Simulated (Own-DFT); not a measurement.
Simulation results for GaP (zincblende, atoms displaced)

Computed with Own-DFT development build. A calculation, not a measurement: plane-wave PBE density functional theory by an unreviewed code, no spin, of a simulated periodic cell, stress positive in tension, free energy of the whole cell less one offset for each atom, forces on such cells passed a denser k mesh, this cell's mesh not checked; offsets are fitted by least squares, one for each functional and potential file, so energies compare only between cells with the same atoms and settings and are not formation energies; the far tail of each file's local potential was reset to the Coulomb form; each entry is a single point on an unrelaxed cell, so the pressure reflects the starting lattice, mostly measured values (interpolated for alloys), from which strain is counted, and rises with the displacements; printed positions are rounded, which can move forces by about a meV/angstrom; the program, named Own-DFT, is a retired in-house code; no spin-orbit coupling; before rounding, a Quantum ESPRESSO 7.3.1 run of the same cell and cutoff gave forces within 1 meV/angstrom rms on each cell, which checks the program and not the settings.

Settings shared by all entries: functional PBE; potential files PseudoDojo norm-conserving, scalar-relativistic, standard set; wave cutoff 42 hartree; occupations Fermi-Dirac; smearing width 0.1 eV; k mesh 2 x 3 x 3 centred on Gamma.

(1) GaP (zincblende, atoms displaced)

```
cell vectors (Å)
  16.3515     0.0000     0.0000
   0.0000    10.9010     0.0000
   0.0000     0.0000    10.9010
atoms (fractions of the cell vectors)
Ga  0.00867  0.98759  0.99654
Ga  0.99660  0.24519  0.25842
Ga  0.15874  0.99476  0.25718
Ga  0.16341  0.25381  0.00258
P   0.08843  0.12739  0.11912
P   0.09276  0.37592  0.37681
P   0.25094  0.12518  0.38617
P   0.26006  0.38654  0.12955
Ga  0.00179  0.99444  0.49957
Ga  0.99407  0.25803  0.74131
Ga  0.17480  0.00867  0.75583
Ga  0.17090  0.24945  0.50990
P   0.08269  0.13213  0.61942
P   0.08638  0.37126  0.86970
P   0.25763  0.12654  0.86315
P   0.23960  0.36350  0.62549
Ga  0.99390  0.49906  0.99649
Ga  0.00339  0.74335  0.25727
Ga  0.16529  0.49593  0.24783
Ga  0.15960  0.74981  0.00706
P   0.07973  0.63431  0.12499
P   0.08761  0.87312  0.39651
P   0.24622  0.62174  0.37296
P   0.24080  0.86837  0.12928
Ga  0.00021  0.51295  0.49764
Ga  0.98092  0.76913  0.75652
Ga  0.16277  0.50367  0.73554
Ga  0.16164  0.75106  0.50545
P   0.07381  0.60728  0.63924
P   0.09219  0.87917  0.88616
P   0.25083  0.62524  0.88587
P   0.25005  0.88202  0.62025
Ga  0.34109  0.99699  0.98958
Ga  0.33188  0.24376  0.26743
Ga  0.49915  0.98949  0.26043
Ga  0.50560  0.23479  0.01618
P   0.41586  0.15967  0.11465
P   0.40387  0.37341  0.36709
P   0.58244  0.11216  0.35774
P   0.57338  0.37307  0.10012
Ga  0.33591  0.99908  0.49624
Ga  0.33842  0.24165  0.74977
Ga  0.50982  0.01313  0.76315
Ga  0.49298  0.22680  0.51979
P   0.41416  0.13136  0.61388
P   0.41954  0.37179  0.85988
P   0.57704  0.13851  0.87947
P   0.58387  0.36831  0.63438
Ga  0.33856  0.51447  0.00410
Ga  0.34478  0.75319  0.24542
Ga  0.49112  0.50539  0.25935
Ga  0.49891  0.76957  0.00929
P   0.41417  0.63586  0.13607
P   0.42284  0.88877  0.35471
P   0.57974  0.62012  0.37276
P   0.58984  0.88746  0.12127
Ga  0.33010  0.51635  0.50061
Ga  0.33996  0.74812  0.75176
Ga  0.50099  0.48658  0.74405
Ga  0.50693  0.74998  0.50705
P   0.41533  0.63423  0.63226
P   0.40803  0.86621  0.86190
P   0.59091  0.61942  0.86295
P   0.58246  0.87109  0.62053
Ga  0.67065  0.98894  0.99525
Ga  0.66400  0.24418  0.25894
Ga  0.84424  0.00049  0.24781
Ga  0.82736  0.25936  0.99409
P   0.76383  0.11308  0.12898
P   0.76695  0.39918  0.36352
P   0.92945  0.11494  0.37553
P   0.91179  0.38093  0.12796
Ga  0.65297  0.01332  0.51147
Ga  0.67025  0.26359  0.75279
Ga  0.83249  0.01254  0.76433
Ga  0.83499  0.23730  0.48786
P   0.75350  0.12197  0.62936
P   0.75265  0.38236  0.86951
P   0.92197  0.12796  0.87045
P   0.91403  0.38191  0.62912
Ga  0.65402  0.48464  0.00320
Ga  0.66463  0.75453  0.25130
Ga  0.84923  0.49362  0.25021
Ga  0.83246  0.73933  0.00462
P   0.74378  0.62305  0.12696
P   0.74986  0.89065  0.38059
P   0.92710  0.62653  0.37665
P   0.91043  0.87032  0.12500
Ga  0.67011  0.48825  0.50934
Ga  0.67250  0.75344  0.75834
Ga  0.83645  0.48966  0.76540
Ga  0.82978  0.74902  0.49896
P   0.75378  0.62971  0.62314
P   0.74917  0.87979  0.86567
P   0.91697  0.62960  0.88730
P   0.91426  0.86966  0.61414
```

Results for GaP (zincblende, atoms displaced): free energy of cell above offsets -34.009 eV; pressure 5.76 GPa; stress xx -5.96 GPa; stress yy -5.67 GPa; stress zz -5.65 GPa; stress yz 0.43 GPa; stress xz 1.3 GPa; stress xy -2.02 GPa.

Force:
```
element  x (eV/Å)  y (eV/Å)  z (eV/Å)
     Ga    -1.711     1.527     1.229
     Ga     1.804     1.472    -1.342
     Ga     1.054     0.534    -0.083
     Ga     2.007     0.711    -0.454
      P    -1.441    -0.703     1.334
      P    -1.849     -0.54     0.269
      P    -0.849     -0.82    -0.939
      P    -1.102     -1.32    -0.302
     Ga     0.552     0.196     1.517
     Ga     1.246    -0.479     0.319
     Ga     -1.33    -0.471    -1.201
     Ga    -1.465    -0.965    -2.083
      P    -0.467    -1.088     1.039
      P     -1.01     0.694     0.292
      P      -0.5     0.178     2.494
      P     3.308     2.416     1.611
     Ga     1.789    -0.541     0.624
     Ga     0.192     1.914    -0.415
     Ga     0.319     0.719    -0.815
     Ga     1.437    -0.639    -0.383
      P    -0.109    -2.122     0.178
      P    -1.412     0.304    -2.635
      P      0.15     1.664    -0.009
      P     1.841     0.996     0.208
     Ga     0.733    -2.548      0.42
     Ga     2.521    -1.213     0.776
     Ga     1.943    -1.353     2.345
     Ga     1.372    -2.059     1.352
      P    -0.701     3.981    -0.693
      P    -0.499    -0.559    -2.901
      P     -0.77     0.453    -1.533
      P     0.402    -1.074     0.666
     Ga    -1.261     0.779     1.245
     Ga    -1.233    -0.189    -2.116
     Ga     2.939     3.589    -5.243
     Ga     0.349     1.597    -3.592
      P     -3.72    -4.843     3.016
      P     2.517     1.459     2.747
      P    -0.285     1.649     2.636
      P     0.271     0.536     5.046
     Ga     0.037    -0.397    -0.308
     Ga    -0.595     1.671    -0.888
     Ga    -2.031     -2.01    -1.943
     Ga      4.69     4.629    -4.991
      P    -3.056    -4.523     4.135
      P    -0.361     0.078     2.136
      P     3.259    -0.642    -0.084
      P    -0.087    -0.527    -2.333
     Ga     0.236    -1.224    -0.628
     Ga    -3.683     1.505     1.661
     Ga     0.101    -1.042    -0.821
     Ga      0.07    -1.298    -1.066
      P     2.515    -1.479    -2.494
      P    -3.868    -3.991     4.925
      P     1.024     0.132      0.84
      P    -1.328    -0.882     1.012
     Ga     -0.21     -1.47      0.45
     Ga    -3.792    -0.953    -0.923
     Ga     -0.21     2.103       0.3
     Ga    -1.553    -0.657    -1.337
      P     1.301    -1.563    -1.524
      P      3.66     2.632      2.26
      P    -1.516      0.25      1.09
      P     0.602     1.132     2.147
     Ga     0.459     2.147    -0.068
     Ga     1.605     1.352    -1.721
     Ga    -0.432    -0.494     1.273
     Ga     0.961     -1.25     0.718
      P    -2.267     1.692    -1.142
      P    -3.553    -3.593      2.66
      P     -1.83     0.143     0.128
      P      2.05    -2.586    -2.113
     Ga     1.707    -0.489    -0.521
     Ga      0.35    -1.645     0.049
     Ga     0.612    -0.853    -1.256
     Ga      0.08     1.141     0.535
      P    -1.228     0.951    -0.566
      P    -1.918    -0.699     2.025
      P     0.111     0.194     1.282
      P    -0.196    -0.301    -1.723
     Ga     2.874      2.68    -1.682
     Ga     0.569     0.034     0.392
     Ga    -0.575     4.134    -0.166
     Ga    -1.403     0.796     0.321
      P     0.329    -0.766     0.154
      P    -0.223    -0.619    -0.197
      P    -2.469     0.462    -0.237
      P     2.014    -0.495    -0.253
     Ga     0.225     0.937    -0.759
     Ga    -0.588    -0.788    -1.786
     Ga     0.979      2.62    -1.816
     Ga     0.114       0.1    -1.234
      P    -0.495     -1.15     1.141
      P     1.268    -0.477     1.252
      P    -0.512    -0.291    -1.476
      P    -0.854     1.795     0.545
```

(2) GaP (zincblende, atoms displaced)

```
cell vectors (Å)
  16.3515     0.0000     0.0000
   0.0000    10.9010     0.0000
   0.0000     0.0000    10.9010
atoms (fractions of the cell vectors)
Ga  0.99765  0.99915  0.99389
Ga  0.98800  0.26196  0.25204
Ga  0.16274  0.99752  0.24782
Ga  0.16420  0.24576  0.00303
P   0.08078  0.12901  0.13309
P   0.06807  0.36768  0.38818
P   0.25856  0.10581  0.36713
P   0.24782  0.38166  0.12075
Ga  0.99550  0.01094  0.50272
Ga  0.99713  0.26088  0.75590
Ga  0.16828  0.98848  0.74122
Ga  0.16925  0.23946  0.49761
P   0.08218  0.10679  0.62657
P   0.07846  0.37386  0.87068
P   0.25106  0.12473  0.87695
P   0.24859  0.38039  0.62627
Ga  0.98946  0.49412  0.99123
Ga  0.99347  0.75187  0.26532
Ga  0.16224  0.51182  0.24773
Ga  0.17565  0.74470  0.01740
P   0.07721  0.61359  0.11992
P   0.09145  0.88316  0.36870
P   0.25423  0.62925  0.37024
P   0.26014  0.89137  0.12960
Ga  0.98750  0.49305  0.50454
Ga  0.99472  0.75213  0.75350
Ga  0.16143  0.50316  0.74610
Ga  0.17268  0.75701  0.50201
P   0.07828  0.61399  0.61479
P   0.09568  0.87360  0.88427
P   0.24751  0.63455  0.86552
P   0.26173  0.87177  0.62169
Ga  0.33050  0.99641  0.00991
Ga  0.33421  0.25903  0.24943
Ga  0.51069  0.98504  0.25360
Ga  0.49367  0.24255  0.00024
P   0.41011  0.12689  0.12444
P   0.41655  0.37273  0.37220
P   0.58103  0.11944  0.37103
P   0.56655  0.38381  0.12198
Ga  0.33187  0.00542  0.51300
Ga  0.32166  0.25952  0.73141
Ga  0.48802  0.01087  0.74090
Ga  0.49887  0.24458  0.49567
P   0.42026  0.12214  0.61787
P   0.42498  0.36909  0.88770
P   0.58947  0.12554  0.89020
P   0.58224  0.37288  0.62110
Ga  0.33461  0.50087  0.99711
Ga  0.32987  0.73705  0.24974
Ga  0.50634  0.49758  0.24105
Ga  0.49614  0.76266  0.01097
P   0.40832  0.62496  0.12880
P   0.41662  0.88657  0.38184
P   0.59000  0.61350  0.36511
P   0.57445  0.87293  0.13272
Ga  0.33139  0.49040  0.50411
Ga  0.33728  0.74287  0.75506
Ga  0.50057  0.51068  0.75800
Ga  0.49893  0.76263  0.49917
P   0.40953  0.63915  0.62343
P   0.40868  0.87041  0.86547
P   0.58636  0.62809  0.86842
P   0.57632  0.86538  0.63095
Ga  0.66469  0.00083  0.00622
Ga  0.65755  0.24678  0.24817
Ga  0.82866  0.99806  0.24359
Ga  0.83335  0.25040  0.99615
P   0.74385  0.12222  0.12152
P   0.75502  0.36259  0.37506
P   0.91740  0.11589  0.37305
P   0.91378  0.37598  0.13869
Ga  0.65988  0.01401  0.51502
Ga  0.67336  0.25454  0.73917
Ga  0.84763  0.99946  0.75855
Ga  0.83531  0.24928  0.50156
P   0.75468  0.12528  0.62409
P   0.76329  0.38929  0.87946
P   0.92474  0.13427  0.87863
P   0.91112  0.37397  0.61284
Ga  0.66629  0.50386  0.99530
Ga  0.66588  0.74422  0.25834
Ga  0.82773  0.49347  0.26496
Ga  0.82543  0.76003  0.00198
P   0.75088  0.63523  0.11829
P   0.75239  0.87800  0.37609
P   0.90277  0.61997  0.39108
P   0.92074  0.88288  0.14256
Ga  0.67005  0.51309  0.49781
Ga  0.66506  0.73599  0.77067
Ga  0.83908  0.51027  0.76592
Ga  0.82780  0.75268  0.49952
P   0.74039  0.62765  0.62367
P   0.75284  0.87479  0.86887
P   0.92513  0.63619  0.87612
P   0.90844  0.89329  0.62480
```

It finds free energy of cell above offsets -39.948 eV; pressure 4.75 GPa; stress xx -4.41 GPa; stress yy -4.77 GPa; stress zz -5.07 GPa; stress yz 0.8 GPa; stress xz 0.25 GPa; stress xy -0.65 GPa.

Force:
```
element  x (eV/Å)  y (eV/Å)  z (eV/Å)
     Ga     1.469    -0.397     1.149
     Ga     1.965    -2.254     1.071
     Ga     1.122     1.182    -1.099
     Ga     0.072     0.175     -0.17
      P    -0.594     0.174    -0.477
      P     2.182     0.447    -0.794
      P    -0.978     2.078     0.254
      P    -0.355    -0.199     0.492
     Ga     0.782    -1.377    -0.653
     Ga     0.183    -0.804    -2.292
     Ga     0.771     0.221     0.858
     Ga    -0.469    -0.346    -0.273
      P     0.381     2.276     0.591
      P     1.188     0.617     0.971
      P    -0.341     0.032    -0.919
      P    -2.193     0.566    -1.362
     Ga     0.975     -0.44      0.97
     Ga     0.904    -0.905    -0.021
     Ga     0.046    -1.374     0.825
     Ga    -0.469     0.488    -0.183
      P    -0.433     1.452      0.27
      P    -2.096    -1.759     2.073
      P    -1.706    -1.497     1.702
      P    -2.597    -3.258      1.94
     Ga     1.301     1.129    -0.849
     Ga      2.19     1.502    -1.573
     Ga    -0.075     0.165     0.462
     Ga     -0.59    -0.589    -0.499
      P     0.135     1.741     0.343
      P    -1.477    -0.483    -0.334
      P    -0.245    -1.534     1.075
      P    -1.406    -0.555     1.221
     Ga     1.757     1.654     -2.97
     Ga    -0.842    -0.719    -0.434
     Ga    -3.265     2.274     1.318
     Ga      1.09    -1.061     0.881
      P     1.283     -0.61     0.765
      P     0.591     0.726     0.532
      P     0.311     0.502     0.636
      P     3.786    -2.866    -2.406
     Ga     0.676    -0.235    -1.324
     Ga     2.716    -2.108     2.812
     Ga     2.312    -2.006     2.403
     Ga     0.326     0.609    -0.293
      P    -1.928     2.541    -0.194
      P     -2.05     1.711    -2.699
      P    -1.135     0.697     -2.27
      P     0.018     0.794     0.031
     Ga    -0.389    -0.178     -0.61
     Ga     1.061     2.898     0.026
     Ga    -2.903     2.221      2.49
     Ga    -1.142     -1.38    -1.559
      P     1.935    -0.236    -0.746
      P    -0.358    -1.069    -0.924
      P    -1.801     0.883     0.978
      P     3.503    -1.222    -1.486
     Ga     0.855     1.325     -0.86
     Ga    -1.305     0.518    -0.469
     Ga    -0.932    -1.119    -1.227
     Ga    -0.281    -1.316    -0.831
      P     1.735    -2.329    -0.956
      P     1.515      1.72     1.928
      P    -2.591    -1.306      3.57
      P     1.477     1.506     1.072
     Ga     0.012    -1.641    -0.283
     Ga     0.453     0.915    -0.355
     Ga    -0.106     0.647     0.747
     Ga      0.04    -0.173     1.137
      P     0.918     0.963     0.424
      P    -2.261     0.217     0.247
      P    -1.253     1.269    -0.582
      P    -1.498     1.228    -2.409
     Ga     0.272    -1.614    -0.471
     Ga    -0.235     0.224     1.226
     Ga    -2.299     1.777     1.171
     Ga    -0.113    -1.444    -0.907
      P     0.304    -0.268     0.887
      P    -2.257    -1.392     0.059
      P    -1.226    -0.468     0.143
      P     -0.34    -0.175     3.498
     Ga    -0.038    -0.248     0.662
     Ga     0.822     1.134    -0.917
     Ga     0.029     1.117    -1.614
     Ga     2.123     0.232     0.247
      P    -0.713    -1.567     1.353
      P    -1.587     0.409     0.109
      P     1.599     0.447    -1.057
      P    -0.555    -0.608    -2.261
     Ga    -0.425    -2.708    -0.291
     Ga     1.993     2.987    -3.192
     Ga     0.219     0.581    -2.351
     Ga    -0.516     0.568     1.268
      P      2.02     0.722     1.548
      P    -0.683     0.904     0.321
      P    -2.296    -0.242     1.188
      P     1.926    -3.081    -1.498
```

(3) GaP (zincblende, atoms displaced)

```
cell vectors (Å)
  16.3515     0.0000     0.0000
   0.0000    10.9010     0.0000
   0.0000     0.0000    10.9010
atoms (fractions of the cell vectors)
Ga  0.00746  0.00920  0.00405
Ga  0.99991  0.26580  0.24872
Ga  0.16513  0.99568  0.25338
Ga  0.15789  0.24947  0.00226
P   0.07766  0.11512  0.10859
P   0.08515  0.36969  0.38080
P   0.24726  0.12959  0.37523
P   0.23538  0.38864  0.13312
Ga  0.00890  0.00015  0.49729
Ga  0.99870  0.26419  0.74953
Ga  0.15454  0.01087  0.73243
Ga  0.16065  0.25067  0.49118
P   0.07909  0.12704  0.61830
P   0.08882  0.36708  0.86636
P   0.25456  0.11393  0.87920
P   0.24716  0.37634  0.62292
Ga  0.99796  0.49128  0.98751
Ga  0.99922  0.76876  0.24185
Ga  0.17035  0.50948  0.24964
Ga  0.17627  0.74124  0.99929
P   0.08682  0.63524  0.12503
P   0.08839  0.85217  0.36862
P   0.25168  0.63362  0.37611
P   0.25195  0.88174  0.13054
Ga  0.98717  0.50205  0.49683
Ga  0.00146  0.75954  0.75535
Ga  0.17005  0.51078  0.74227
Ga  0.17074  0.74480  0.48640
P   0.09605  0.63642  0.63073
P   0.08383  0.88693  0.87785
P   0.24883  0.63363  0.87418
P   0.24791  0.86731  0.62615
Ga  0.32954  0.00053  0.98602
Ga  0.32831  0.23790  0.24417
Ga  0.49294  0.99548  0.23665
Ga  0.51111  0.26476  0.98605
P   0.42288  0.12337  0.12915
P   0.41152  0.38806  0.37705
P   0.58082  0.13657  0.36786
P   0.58293  0.36561  0.12149
Ga  0.34225  0.01669  0.49775
Ga  0.33934  0.25501  0.74410
Ga  0.49875  0.00305  0.77231
Ga  0.50120  0.23790  0.50320
P   0.41264  0.11153  0.62514
P   0.42115  0.36854  0.88194
P   0.58260  0.12941  0.88038
P   0.58280  0.37456  0.62455
Ga  0.33693  0.49463  0.99497
Ga  0.34130  0.75544  0.25123
Ga  0.49065  0.49691  0.24957
Ga  0.49610  0.75577  0.00060
P   0.42114  0.62259  0.12191
P   0.41619  0.86269  0.37358
P   0.57544  0.62497  0.38650
P   0.58022  0.89625  0.12469
Ga  0.32935  0.49525  0.49800
Ga  0.33103  0.75482  0.75086
Ga  0.48668  0.51326  0.76450
Ga  0.50107  0.75891  0.49365
P   0.40432  0.62288  0.60502
P   0.41585  0.88173  0.87830
P   0.58694  0.64549  0.87416
P   0.58231  0.87248  0.62817
Ga  0.67642  0.00814  0.00917
Ga  0.66845  0.25251  0.24843
Ga  0.82452  0.00051  0.25391
Ga  0.83032  0.25047  0.99850
P   0.75304  0.13304  0.11666
P   0.75659  0.37686  0.37511
P   0.91870  0.12879  0.37661
P   0.91928  0.36863  0.14695
Ga  0.66456  0.00400  0.49025
Ga  0.66447  0.22067  0.73827
Ga  0.82887  0.00880  0.75610
Ga  0.82647  0.26267  0.51102
P   0.75120  0.13993  0.61081
P   0.74679  0.35997  0.87331
P   0.91711  0.10147  0.87994
P   0.91627  0.35818  0.62142
Ga  0.67935  0.50006  0.00461
Ga  0.67004  0.74982  0.26998
Ga  0.83764  0.51158  0.26010
Ga  0.83460  0.73258  0.00649
P   0.75738  0.63027  0.14256
P   0.74807  0.87356  0.36602
P   0.91443  0.61448  0.39609
P   0.91896  0.87556  0.11915
Ga  0.67601  0.49915  0.48854
Ga  0.66520  0.74348  0.76883
Ga  0.84283  0.50442  0.74580
Ga  0.83545  0.75318  0.50737
P   0.73722  0.61474  0.63041
P   0.74588  0.87609  0.86681
P   0.90984  0.61885  0.88377
P   0.92253  0.85988  0.63274
```

Results for GaP (zincblende, atoms displaced): free energy of cell above offsets -36.210 eV; pressure 5.4 GPa; stress xx -5.58 GPa; stress yy -5.03 GPa; stress zz -5.59 GPa; stress yz -0.04 GPa; stress xz -1.51 GPa; stress xy 0.45 GPa.

Force:
```
element  x (eV/Å)  y (eV/Å)  z (eV/Å)
     Ga    -3.115    -3.884    -2.473
     Ga     2.261    -3.338     1.725
     Ga    -0.232     0.292    -0.336
     Ga     1.714    -0.429     0.074
      P     2.988     3.648     5.088
      P    -1.107     2.508    -1.261
      P     -0.03    -0.893     0.138
      P     2.701    -2.735    -2.404
     Ga     -1.28    -1.423    -0.777
     Ga     0.053    -2.532     0.625
     Ga     2.311    -1.756     1.652
     Ga     1.267    -0.676     1.588
      P    -0.409      1.87    -0.093
      P    -0.342     1.606    -0.128
      P    -2.514      3.16    -2.455
      P     0.127     -0.66     0.134
     Ga     0.713    -0.104     1.647
     Ga    -0.146    -2.197     0.177
     Ga    -1.815     1.359     1.851
     Ga    -1.463     2.273     1.197
      P     -1.15    -0.999    -0.389
      P    -0.711      2.88     0.568
      P     1.279    -1.547    -1.315
      P     0.578    -0.709    -0.768
     Ga     4.112     -2.63     2.801
     Ga     1.289    -1.518     1.324
     Ga     0.405     -1.04     0.925
     Ga     0.214     0.546     2.171
      P    -2.841    -0.187    -0.945
      P     0.741    -1.108    -0.148
      P     1.775    -2.006    -0.625
      P    -0.339     1.915    -1.007
     Ga     1.429    -0.904      3.13
     Ga     0.441     1.744    -0.196
     Ga     0.401     0.015     2.728
     Ga    -0.741    -1.549      1.48
      P    -1.745     1.645    -2.418
      P     0.146    -2.895    -0.378
      P     0.097    -1.674    -0.329
      P     0.888     2.507     1.186
     Ga    -2.814    -3.139    -1.814
     Ga    -1.039    -0.699     0.318
     Ga     0.604    -0.222    -2.023
     Ga    -0.558     1.595     0.449
      P     2.596     2.269     2.175
      P    -1.439     0.785    -1.111
      P     1.118    -1.291     -0.26
      P    -0.084    -0.002     0.402
     Ga    -1.325      0.53     0.832
     Ga    -1.691    -1.227    -1.414
     Ga     1.735    -0.031    -0.045
     Ga     1.062     0.499     0.345
      P     -0.99     0.443     -0.31
      P      0.62     3.052     0.486
      P      1.49    -0.959    -1.562
      P      1.72    -2.551    -0.587
     Ga    -1.351     0.042    -0.436
     Ga     0.624    -0.232    -0.523
     Ga     1.363     0.313     -1.77
     Ga    -0.222    -0.507     1.728
      P     1.822     1.527     2.607
      P    -0.536    -1.621    -0.186
      P    -3.155    -3.819     3.219
      P     0.295     0.808     0.439
     Ga    -1.568    -1.058    -1.239
     Ga     0.231     0.006     0.007
     Ga     1.851     0.816     -0.97
     Ga     1.969     0.236    -0.285
      P     0.002    -0.255     2.273
      P    -0.593    -0.038    -1.306
      P    -0.583    -0.307     0.147
      P    -2.567     2.664    -3.824
     Ga    -0.412    -0.093     0.375
     Ga    -1.205     2.669     0.715
     Ga     0.055    -1.018    -1.735
     Ga     1.427    -0.489    -2.418
      P     -0.39    -3.798     0.991
      P     0.403     1.068    -0.939
      P     0.037      3.17    -0.178
      P     0.334     2.784     0.669
     Ga    -1.081    -0.038      0.01
     Ga    -2.651    -1.116    -1.841
     Ga     0.451     -1.36    -0.143
     Ga    -0.377     2.394    -0.014
      P    -1.581    -0.345    -0.554
      P     1.232     0.887     2.698
      P    -1.418     3.917    -3.067
      P    -1.409     0.834    -0.164
     Ga    -2.248    -0.391     0.647
     Ga     1.698     2.141    -4.006
     Ga    -1.846    -1.246    -0.511
     Ga    -1.178    -0.549     0.329
      P     2.214     1.262     0.491
      P     0.993     0.143     1.664
      P     1.862     0.198    -1.251
      P    -1.445     2.776    -1.292
```
